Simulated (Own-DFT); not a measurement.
# What a defect does to the pressure of its cell: zincblende InP

Everything here is calculated. The program is Own-DFT (plane waves, in-house, since retired, never reviewed by a person); positions were held fixed, and spin and spin-orbit coupling were off.

Common settings: PBE; PseudoDojo norm-conserving scalar-relativistic files; cutoff 36 hartree; 3 x 3 x 3 k mesh centred on Gamma; Fermi-Dirac smearing of 0.1 eV.

Caveats (not all hold for every row): not probed for a lower state with spin; forces on such cells moved up to 12 meV/angstrom on a denser k mesh; stress not checked against mesh or cutoff.

All runs share one cell, with vectors in Å (11.737, 0.000, 0.000); (0.000, 11.737, 0.000); (0.000, 0.000, 11.737) and a volume of 1617.0 Å³. u is the rms random offset of the atoms per axis. The defect's site can differ from row to row.

| cell | formula | u (Å) | P (GPa) |
|---|---|---|---|
| no defect | In32P32 | 0.0209 | 3.21 |
| no defect | In32P32 | 0.0216 | 3.20 |
| no defect | In32P32 | 0.0480 | 3.57 |
| one In on a P site | In33P31 | 0.0293 | 4.15 |
| one In on a P site | In33P31 | 0.0298 | 4.11 |
| one In on a P site | In33P31 | 0.0304 | 4.20 |
| one In on a P site | In33P31 | 0.0335 | ? |
| one P on an In site | In31P33 | 0.0272 | 3.09 |
| one P on an In site | In31P33 | 0.0291 | 3.09 |
| one P on an In site | In31P33 | 0.0550 | 3.51 |
| two P vacancies | In32P30 | 0.0278 | 2.92 |
| two P vacancies | In32P30 | 0.0295 | 2.91 |
| two P vacancies | In32P30 | 0.0297 | 2.88 |
| one In on a P site and one P on an In site | In32P32 | 0.0289 | 3.70 |
| one In on a P site and one P on an In site | In32P32 | 0.0331 | 3.75 |
| one In on a P site and one P on an In site | In32P32 | 0.0486 | 3.94 |

## Worked fit

P = P0 + c u² + a shift for each defect gives P0 = 3.13 GPa, c = 183 ± 11 GPa/Å² and a scatter of 0.03 GPa. The shifts, and each times the cell's volume:

- one In on a P site: 0.86 ± 0.02 GPa, 8.7 eV
- one In on a P site and one P on an In site: 0.40 ± 0.02 GPa, 4.0 eV
- one P on an In site: -0.18 ± 0.02 GPa, -1.9 eV
- two P vacancies: -0.38 ± 0.02 GPa, -3.8 eV (-1.9 eV for each of its 2 sites)

Against the defect-free cell, a freed cell would be larger where the shift is positive and smaller where it is negative (160.2 GPa Å³ is 1 eV). The atoms around the defects weren't relaxed, which would change these numbers.

## Check

Question: what pressure belongs in the blank (one In on a P site, u = 0.0335 Å)?

Estimate: 4.20 ± 0.03 GPa. The hidden result is 4.18 GPa.
